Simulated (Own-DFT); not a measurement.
SiC (2H silicon carbide, strained, atoms displaced) (calculated)

All values are calculated (Own-DFT development build). A calculation, not a measurement: plane-wave PBE density functional theory by an unreviewed code, no spin, of a simulated periodic cell, stress positive in tension, free energy of the whole cell less one offset for each atom, forces on such cells passed a denser k mesh, this cell's mesh not checked; offsets are fitted by least squares, one for each functional and potential file, so energies compare only between cells with the same atoms and settings and are not formation energies; the far tail of each file's local potential was reset to the Coulomb form; each entry is a single point on an unrelaxed cell, so the pressure reflects the starting lattice, mostly measured values (interpolated for alloys), from which strain is counted, and rises with the displacements; printed positions are rounded, which can move forces by about a meV/angstrom; the program, named Own-DFT, is a retired in-house code; no spin-orbit coupling.

Settings shared by all entries: functional PBE; potential files PseudoDojo norm-conserving, scalar-relativistic, standard set; wave cutoff 42 hartree; occupations Fermi-Dirac; smearing width 0.1 eV; hardware one NVIDIA H100; k mesh 4 x 4 x 3 centred on Gamma.

```yaml
- entry: 1
  formula: SiC
  kind: "2H silicon carbide, strained, atoms displaced"
  structure:
    cell_angstrom:
      - [9.0915, -0.0759, 0.0538]
      - [-4.6115, 8.1838, -0.1788]
      - [0.0586, -0.191, 9.8795]
    atoms_fractional:
      - [Si, 0.00129, 0.00583, 0.99684]
      - [Si, 0.09448, 0.21213, 0.25548]
      - [C, 0.00448, 0.00595, 0.19388]
      - [C, 0.1068, 0.21298, 0.43191]
      - [Si, 0.9965, 0.00643, 0.4993]
      - [Si, 0.11623, 0.22614, 0.75616]
      - [C, 0.00707, 0.01502, 0.68958]
      - [C, 0.11084, 0.22379, 0.93986]
      - [Si, 0.00433, 0.33187, 0.99867]
      - [Si, 0.11534, 0.55593, 0.25617]
      - [C, 0.99191, 0.32014, 0.19057]
      - [C, 0.1056, 0.55956, 0.44158]
      - [Si, 0.99708, 0.32963, 0.5058]
      - [Si, 0.11732, 0.5588, 0.74859]
      - [C, 0.01319, 0.33773, 0.68615]
      - [C, 0.10562, 0.55061, 0.93916]
      - [Si, 0.99889, 0.66583, 0.99753]
      - [Si, 0.11085, 0.89183, 0.2503]
      - [C, 0.00179, 0.66973, 0.18994]
      - [C, 0.11547, 0.88931, 0.44332]
      - [Si, 0.00735, 0.67726, 0.5012]
      - [Si, 0.11107, 0.89224, 0.75064]
      - [C, 0.00273, 0.67036, 0.69221]
      - [C, 0.12061, 0.89482, 0.93762]
      - [Si, 0.32947, 0.99631, 0.00419]
      - [Si, 0.44275, 0.21477, 0.2497]
      - [C, 0.32839, 0.99534, 0.19489]
      - [C, 0.44872, 0.22293, 0.43741]
      - [Si, 0.33894, 0.00315, 0.50458]
      - [Si, 0.43939, 0.22894, 0.74705]
      - [C, 0.33142, 0.99941, 0.69169]
      - [C, 0.44836, 0.22161, 0.93497]
      - [Si, 0.33221, 0.32977, 0.00667]
      - [Si, 0.44316, 0.55729, 0.24911]
      - [C, 0.34245, 0.34029, 0.18872]
      - [C, 0.44914, 0.5633, 0.43637]
      - [Si, 0.33364, 0.32629, 0.50128]
      - [Si, 0.43794, 0.5526, 0.74923]
      - [C, 0.3307, 0.33607, 0.68374]
      - [C, 0.43183, 0.54605, 0.94759]
      - [Si, 0.32415, 0.65839, 0.9977]
      - [Si, 0.44235, 0.89514, 0.25468]
      - [C, 0.32603, 0.66591, 0.18542]
      - [C, 0.4388, 0.88533, 0.44358]
      - [Si, 0.33212, 0.66036, 0.49938]
      - [Si, 0.44279, 0.89367, 0.75499]
      - [C, 0.33296, 0.67484, 0.68962]
      - [C, 0.45369, 0.90844, 0.92753]
      - [Si, 0.66871, 0.99445, 0.9949]
      - [Si, 0.7869, 0.23133, 0.2426]
      - [C, 0.65921, 0.99688, 0.18591]
      - [C, 0.77161, 0.21428, 0.44112]
      - [Si, 0.66893, 0.00409, 0.49672]
      - [Si, 0.77465, 0.21966, 0.75653]
      - [C, 0.66795, 0.99556, 0.69038]
      - [C, 0.78588, 0.21351, 0.94134]
      - [Si, 0.65684, 0.3297, 0.99974]
      - [Si, 0.78315, 0.54544, 0.24515]
      - [C, 0.66448, 0.3297, 0.18946]
      - [C, 0.78463, 0.55699, 0.44416]
      - [Si, 0.65768, 0.33888, 0.4957]
      - [Si, 0.77356, 0.54637, 0.73839]
      - [C, 0.65657, 0.33156, 0.68112]
      - [C, 0.78062, 0.5605, 0.94112]
      - [Si, 0.66945, 0.66111, 0.00737]
      - [Si, 0.77359, 0.88519, 0.24519]
      - [C, 0.66983, 0.66459, 0.19635]
      - [C, 0.77622, 0.88749, 0.4404]
      - [Si, 0.66684, 0.66513, 0.50146]
      - [Si, 0.77855, 0.88655, 0.74421]
      - [C, 0.66468, 0.66436, 0.68348]
      - [C, 0.77399, 0.88908, 0.93515]
  results:
    "free_energy_of_cell_above_offsets [eV]": "-4.937"
    "pressure [GPa]": 9.85
    "stress_xx [GPa]": -13.84
    "stress_yy [GPa]": 2.04
    "stress_zz [GPa]": -17.74
    "stress_yz [GPa]": -6.9
    "stress_xz [GPa]": 1.79
    "stress_xy [GPa]": -4.39
    force_element: [Si, Si, C, C, Si, Si, C, C, Si, Si, C, C, Si, Si, C, C, Si, Si, C, C, Si, Si, C, C, Si, Si, C, C, Si, Si, C, C, Si, Si, C, C, Si, Si, C, C, Si, Si, C, C, Si, Si, C, C, Si, Si, C, C, Si, Si, C, C, Si, Si, C, C, Si, Si, C, C, Si, Si, C, C, Si, Si, C, C]
    "force_x [eV/angstrom]": [0.212, 2.287, -0.477, -0.089, 1.463, -0.916, 0.252, 1.292, -0.927, -1.417, 2.243, 1.749, -0.228, -1.361, -1.65, -0.141, 0.563, -0.719, 0.863, -1.214, -0.371, -0.255, -0.046, -2.339, 1.527, -1.051, 0.337, -1.793, -0.549, 0.847, 0.028, -2.312, 0.325, 0.087, -0.945, -0.075, -1.336, 0.281, 0.425, 1.739, 0.385, 0.775, 1.397, 0.853, -1.043, 0.686, 1.399, -0.28, -1.429, -2.821, 0.974, -0.272, -0.364, 0.654, -0.811, -2.325, 3.051, -1.794, 0.335, -0.969, 3.861, -0.36, 1.454, -0.137, -1.973, -0.022, 0.254, -0.156, 0.288, -0.166, 0.133, 2.117]
    "force_y [eV/angstrom]": [-0.855, 2.132, -1.972, 1.692, -1.229, 0.226, -2.061, -0.619, 0.749, -0.503, 3.489, -1.711, 0.502, -0.395, -0.261, -0.227, 0.966, -0.958, -0.442, 1.021, -0.522, 0.102, -0.342, -1.373, 1.61, 1.324, 1.019, -1.429, -0.259, -1.487, 1.326, -0.684, 0.385, 0.283, -1.956, -2.399, 1.266, 1.283, -0.093, 0.559, 1.967, -1.747, 0.758, -0.064, 1.683, 0.118, -0.687, -2.775, 1.118, -3.536, 0.52, 2.037, -1.294, 0.011, 1.033, 1.091, 1.091, 1.791, -0.291, -0.366, 0.014, 1.813, -0.54, -2.245, 1.112, 0.643, -0.295, -0.378, 0.99, 0.346, -0.266, -1.81]
    "force_z [eV/angstrom]": [0.7, -1.821, -1.952, 2.793, 0.296, -1.163, 0.037, 0.375, 0.873, -0.963, -1.254, 0.114, -1.917, 0.154, 1.959, -0.513, 0.592, 1.249, -0.537, -0.743, 0.725, -0.424, -0.319, 0.432, -0.424, 0.01, -1.373, -0.304, -0.076, 0.376, -0.4, 0.503, -1.007, -0.211, 1.442, 0.403, -1.999, 0.706, 1.215, -1.769, 0.377, -0.149, 0.795, -0.635, 0.464, -3.531, 0.103, 4.418, 1.021, 2.249, 0.027, -1.078, 1.12, -1.817, -0.682, 0.005, -0.032, 1.793, -0.574, -1.486, 0.319, 1.835, 1.443, -1.534, -0.848, 1.228, -0.954, -0.683, -1.5, 0.551, 1.707, 0.265]
    "wall_time [s]": 344.8
- entry: 2
  formula: SiC
  kind: "2H silicon carbide, strained, atoms displaced"
  structure:
    cell_angstrom:
      - [9.0858, -0.1828, 0.1431]
      - [-4.7012, 7.9949, 0.0754]
      - [0.1558, 0.1848, 10.0558]
    atoms_fractional:
      - [Si, 0.99923, 0.99684, 0.00456]
      - [Si, 0.11647, 0.21647, 0.25301]
      - [C, 0.00862, 0.00712, 0.18863]
      - [C, 0.10281, 0.22628, 0.44414]
      - [Si, 0.98967, 0.99531, 0.4912]
      - [Si, 0.10897, 0.23228, 0.75189]
      - [C, 0.00446, 0.00369, 0.67665]
      - [C, 0.10379, 0.21666, 0.93905]
      - [Si, 0.99534, 0.32974, 0.00115]
      - [Si, 0.10542, 0.55499, 0.25682]
      - [C, 0.99243, 0.31929, 0.18905]
      - [C, 0.10961, 0.55444, 0.44617]
      - [Si, 0.99865, 0.34508, 0.49837]
      - [Si, 0.11701, 0.56098, 0.74999]
      - [C, 0.99656, 0.33223, 0.68536]
      - [C, 0.10414, 0.56289, 0.94045]
      - [Si, 0.00281, 0.6675, 0.99216]
      - [Si, 0.10791, 0.89173, 0.25297]
      - [C, 0.00577, 0.67343, 0.18879]
      - [C, 0.10643, 0.88185, 0.43446]
      - [Si, 0.99606, 0.6689, 0.5009]
      - [Si, 0.11393, 0.89115, 0.75292]
      - [C, 0.00198, 0.66836, 0.69146]
      - [C, 0.11801, 0.89202, 0.94084]
      - [Si, 0.32292, 0.99102, 0.99243]
      - [Si, 0.45803, 0.23741, 0.24857]
      - [C, 0.33675, 0.00053, 0.19334]
      - [C, 0.44058, 0.22948, 0.43826]
      - [Si, 0.33224, 0.00467, 0.49585]
      - [Si, 0.44963, 0.22421, 0.75264]
      - [C, 0.33393, 0.00653, 0.68738]
      - [C, 0.4499, 0.21504, 0.9448]
      - [Si, 0.32419, 0.31754, 0.00162]
      - [Si, 0.43619, 0.55457, 0.25706]
      - [C, 0.32946, 0.34215, 0.18636]
      - [C, 0.43302, 0.54162, 0.43611]
      - [Si, 0.32499, 0.3278, 0.49225]
      - [Si, 0.44588, 0.55402, 0.7508]
      - [C, 0.32695, 0.3244, 0.69813]
      - [C, 0.44251, 0.5601, 0.93369]
      - [Si, 0.32057, 0.65938, 0.00376]
      - [Si, 0.45149, 0.90284, 0.26179]
      - [C, 0.33243, 0.66424, 0.18954]
      - [C, 0.44918, 0.89402, 0.43779]
      - [Si, 0.33805, 0.6689, 0.49372]
      - [Si, 0.44987, 0.89115, 0.74753]
      - [C, 0.33763, 0.67009, 0.68242]
      - [C, 0.44389, 0.89195, 0.93727]
      - [Si, 0.66453, 0.99511, 0.00429]
      - [Si, 0.76918, 0.21216, 0.24588]
      - [C, 0.66196, 0.9916, 0.18687]
      - [C, 0.77047, 0.23238, 0.4427]
      - [Si, 0.66271, 0.00737, 0.50436]
      - [Si, 0.76545, 0.2108, 0.75227]
      - [C, 0.6741, 0.00326, 0.68591]
      - [C, 0.78895, 0.2385, 0.93707]
      - [Si, 0.67356, 0.33378, 0.00383]
      - [Si, 0.77649, 0.55088, 0.24676]
      - [C, 0.66327, 0.33672, 0.18465]
      - [C, 0.77576, 0.54932, 0.43677]
      - [Si, 0.66729, 0.32911, 0.49519]
      - [Si, 0.77847, 0.55276, 0.75017]
      - [C, 0.65238, 0.32502, 0.69017]
      - [C, 0.77638, 0.54882, 0.93217]
      - [Si, 0.67369, 0.65854, 0.99451]
      - [Si, 0.77525, 0.89596, 0.26066]
      - [C, 0.66449, 0.65738, 0.18779]
      - [C, 0.77035, 0.88061, 0.4456]
      - [Si, 0.66604, 0.67034, 0.50196]
      - [Si, 0.7704, 0.88483, 0.76101]
      - [C, 0.66016, 0.65612, 0.69336]
      - [C, 0.77154, 0.88232, 0.93438]
  results:
    "free_energy_of_cell_above_offsets [eV]": "-2.416"
    "pressure [GPa]": 13.73
    "stress_xx [GPa]": -17.95
    "stress_yy [GPa]": -14.15
    "stress_zz [GPa]": -9.08
    "stress_yz [GPa]": 6.13
    "stress_xz [GPa]": 5.58
    "stress_xy [GPa]": -9.8
    force_element: [Si, Si, C, C, Si, Si, C, C, Si, Si, C, C, Si, Si, C, C, Si, Si, C, C, Si, Si, C, C, Si, Si, C, C, Si, Si, C, C, Si, Si, C, C, Si, Si, C, C, Si, Si, C, C, Si, Si, C, C, Si, Si, C, C, Si, Si, C, C, Si, Si, C, C, Si, Si, C, C, Si, Si, C, C, Si, Si, C, C]
    "force_x [eV/angstrom]": [-0.602, -2.613, -1.067, -0.066, 1.976, -0.048, -0.797, -0.283, 1.63, 0.401, 0.468, -0.596, 0.477, -1.122, -0.612, 2.749, -1.958, 1.328, -0.201, -0.698, 0.646, -1.672, 0.531, -3.857, 3.962, -4.565, -0.349, 1.416, -0.398, -4.288, 1.863, -1.412, 0.589, 0.857, 2.559, 0.423, -0.115, -2.304, 1.213, 0.286, 1.992, -1.793, -0.6, -0.76, -0.384, -1.69, 0.981, 0.371, -0.425, -0.461, 0.849, 3.706, 1.653, 0.38, -0.205, -0.963, -1.319, -0.078, 4.148, -0.823, -4.223, -0.819, 5.011, 0.46, -3.007, 1.456, -0.188, -2.016, 0.334, 1.905, 1.904, 0.851]
    "force_y [eV/angstrom]": [-0.149, 1.325, -1.659, -1.288, 0.984, -2.818, -0.705, 0.314, 1.217, -0.518, 1.717, 2.945, -3.067, -1.166, 1.145, -2.303, 0.469, -0.675, -0.86, 1.924, -1.243, 0.304, 0.382, -1.255, 2.04, -3.139, 1.241, -0.984, -0.356, -1.894, -0.765, 0.883, 2.569, 0.269, -0.78, 3.303, -0.517, -1.616, 2.014, -1.476, 1.284, -2.932, 1.12, 0.112, -0.858, -0.461, 0.275, -0.96, 0.524, 1.341, 1.329, -2.991, -0.159, 2.782, -0.997, -3.715, -0.482, 1.508, 0.424, 1.317, 1.934, -1.007, 2.487, 0.94, 0.016, -2.379, 1.718, 2.626, -4.015, 0.167, 2.32, 0.92]
    "force_z [eV/angstrom]": [-0.994, 0.624, 0.511, -2.086, 2.416, -0.62, 2.568, -0.042, 0.707, -0.934, 0.305, -1.846, 1.55, -0.183, 0.714, -1.212, 2.451, -0.816, -0.922, 0.548, 0.755, -1.183, -0.728, -1.535, 3.291, 0.657, -0.833, -1.17, 1.027, 1.563, -0.549, -0.899, -0.663, -2.518, 0.078, 0.96, 3.568, 0.261, -2.023, 1.394, -0.182, -2.995, 1.039, 1.355, 1.317, 0.369, 0.149, -0.153, -1.36, 0.929, 0.641, -2.502, -0.077, -0.113, 0.636, -0.114, -0.937, 0.862, -0.207, 0.079, 2.76, -0.708, -1.914, 0.879, 1.354, -1.888, 0.121, -1.72, 0.801, -4.255, -1.448, 3.091]
    "wall_time [s]": 349.2
- entry: 3
  formula: SiC
  kind: "2H silicon carbide, strained, atoms displaced"
  structure:
    cell_angstrom:
      - [9.2848, 0.141, 0.0187]
      - [-4.5203, 7.998, 0.1478]
      - [0.0204, 0.1975, 9.8785]
    atoms_fractional:
      - [Si, 0.99844, 0.99135, 0.00252]
      - [Si, 0.11548, 0.22913, 0.24354]
      - [C, 0.00641, 0.00112, 0.19509]
      - [C, 0.10795, 0.2153, 0.43511]
      - [Si, 0.99856, 0.00404, 0.50762]
      - [Si, 0.10591, 0.22001, 0.75019]
      - [C, 0.98755, 0.99433, 0.68544]
      - [C, 0.10741, 0.21382, 0.93337]
      - [Si, 0.00721, 0.32783, 0.99661]
      - [Si, 0.10236, 0.55507, 0.24357]
      - [C, 0.00083, 0.33638, 0.19153]
      - [C, 0.10315, 0.55979, 0.42522]
      - [Si, 0.01268, 0.3372, 0.50259]
      - [Si, 0.11689, 0.55911, 0.75218]
      - [C, 0.99968, 0.3331, 0.68594]
      - [C, 0.11208, 0.55716, 0.93828]
      - [Si, 0.00441, 0.66968, 0.00157]
      - [Si, 0.11548, 0.88902, 0.25907]
      - [C, 0.99809, 0.66915, 0.18605]
      - [C, 0.11701, 0.88996, 0.43634]
      - [Si, 0.00747, 0.66155, 0.50503]
      - [Si, 0.11394, 0.8919, 0.75708]
      - [C, 0.00556, 0.65815, 0.68539]
      - [C, 0.11714, 0.89652, 0.93521]
      - [Si, 0.32246, 0.0013, 0.00532]
      - [Si, 0.45092, 0.22791, 0.25198]
      - [C, 0.3401, 0.99354, 0.18939]
      - [C, 0.44949, 0.22643, 0.4452]
      - [Si, 0.335, 0.00601, 0.5012]
      - [Si, 0.44453, 0.22115, 0.73963]
      - [C, 0.34676, 0.0027, 0.68246]
      - [C, 0.4488, 0.23095, 0.9428]
      - [Si, 0.32924, 0.33266, 0.99834]
      - [Si, 0.44426, 0.55375, 0.26496]
      - [C, 0.32874, 0.33151, 0.19085]
      - [C, 0.44667, 0.54752, 0.43812]
      - [Si, 0.33441, 0.34382, 0.49559]
      - [Si, 0.43637, 0.55348, 0.75712]
      - [C, 0.32472, 0.33219, 0.69834]
      - [C, 0.43161, 0.54821, 0.93507]
      - [Si, 0.33473, 0.67124, 0.0078]
      - [Si, 0.44183, 0.88446, 0.24923]
      - [C, 0.33237, 0.66667, 0.19236]
      - [C, 0.44247, 0.88041, 0.43444]
      - [Si, 0.33275, 0.66602, 0.49842]
      - [Si, 0.45184, 0.88716, 0.74273]
      - [C, 0.32913, 0.66195, 0.68625]
      - [C, 0.44269, 0.89258, 0.92482]
      - [Si, 0.67425, 0.99862, 0.99576]
      - [Si, 0.7783, 0.2189, 0.24877]
      - [C, 0.65963, 0.99237, 0.18926]
      - [C, 0.78771, 0.23317, 0.44259]
      - [Si, 0.67297, 0.9943, 0.50675]
      - [Si, 0.78833, 0.22303, 0.73956]
      - [C, 0.66523, 0.00242, 0.68773]
      - [C, 0.77986, 0.21598, 0.94288]
      - [Si, 0.65874, 0.33063, 0.00233]
      - [Si, 0.77706, 0.5626, 0.24351]
      - [C, 0.6779, 0.34252, 0.18004]
      - [C, 0.782, 0.55407, 0.44439]
      - [Si, 0.66492, 0.32427, 0.49238]
      - [Si, 0.78624, 0.56002, 0.7535]
      - [C, 0.67088, 0.33683, 0.67781]
      - [C, 0.77628, 0.55494, 0.94253]
      - [Si, 0.66279, 0.66327, 0.99937]
      - [Si, 0.78157, 0.88701, 0.25162]
      - [C, 0.6691, 0.67208, 0.18668]
      - [C, 0.78478, 0.89046, 0.44131]
      - [Si, 0.6582, 0.66516, 0.50203]
      - [Si, 0.77417, 0.8869, 0.74454]
      - [C, 0.66885, 0.6648, 0.68372]
      - [C, 0.76986, 0.88196, 0.94346]
  results:
    "free_energy_of_cell_above_offsets [eV]": "-4.125"
    "pressure [GPa]": 7.47
    "stress_xx [GPa]": -2.22
    "stress_yy [GPa]": -0.15
    "stress_zz [GPa]": -20.05
    "stress_yz [GPa]": 6.68
    "stress_xz [GPa]": 0.87
    "stress_xy [GPa]": 6.65
    force_element: [Si, Si, C, C, Si, Si, C, C, Si, Si, C, C, Si, Si, C, C, Si, Si, C, C, Si, Si, C, C, Si, Si, C, C, Si, Si, C, C, Si, Si, C, C, Si, Si, C, C, Si, Si, C, C, Si, Si, C, C, Si, Si, C, C, Si, Si, C, C, Si, Si, C, C, Si, Si, C, C, Si, Si, C, C, Si, Si, C, C]
    "force_x [eV/angstrom]": [-1.384, -0.537, -0.624, 0.746, 1.444, 0.404, 1.891, 0.628, -2.474, 1.257, 0.104, 3.495, -1.922, 0.137, 1.33, 0.631, -0.783, 0.32, -0.243, -0.565, -2.835, 0.705, -1.444, -0.588, 3.206, 0.322, -2.72, -0.868, 0.565, 0.981, -2.359, -0.781, 0.227, -0.103, 1.232, -1.196, 0.285, 1.487, 0.645, 0.877, -0.061, 1.516, -0.043, 0.454, -0.913, -1.457, 0.603, 0.401, -2.983, -0.051, 1.075, 1.248, -1.659, -2.979, 1.422, 0.036, 2.034, 1.454, -1.236, -1.01, -0.038, -0.474, -0.039, 0.734, -0.857, -0.583, -1.281, -0.502, 3.073, -0.29, -1.399, 2.306]
    "force_y [eV/angstrom]": [0.636, -1.642, 0.183, 2.026, -1.626, -0.646, 1.026, -0.035, 0.604, 0.05, -0.494, -1.242, 0.118, -1.214, 1.184, -0.195, -0.672, -0.205, 1.07, 0.22, 1.143, -0.491, 2.116, -1.326, 0.878, -0.89, 1.693, -0.074, -1.586, 0.815, -0.309, -1.654, -0.472, 0.293, 1.137, 3.034, -4.29, -0.293, 0.199, 1.707, 0.064, -0.417, -0.656, 1.831, -0.635, -0.403, 0.877, -0.238, -0.142, -0.016, 0.952, -2.662, 1.243, -0.002, -0.254, 1.675, -0.144, -0.966, -0.742, 0.593, 2.644, -1.496, -0.228, 0.558, -0.626, 0.772, -0.71, -0.69, -0.223, -1.053, 0.191, 0.128]
    "force_z [eV/angstrom]": [0.332, 1.43, -1.278, 0.46, -2.933, -0.743, 2.526, 1.603, 0.746, -0.193, -1.473, 2.458, -2.07, 0.108, 0.691, 0.779, -0.801, -2.234, 0.229, 3.237, -1.825, -3.605, 2.199, 1.682, -1.527, -0.506, 0.365, -1.663, -1.525, 1.691, 1.45, -1.226, 0.152, -5.434, -0.248, 2.201, 2.338, -2.27, -2.331, 2.614, -2.107, 0.211, 0.412, 1.525, -0.702, 0.398, -0.323, 3.143, 0.988, 0.318, -0.164, -1.101, -2.814, 2.076, 0.366, -1.631, -1.99, 1.979, 3.042, -1.659, 1.051, -1.379, 2.357, -0.652, -0.197, -0.091, 0.77, -0.196, -0.866, 1.441, 2.267, -1.88]
    "wall_time [s]": 345.3
```
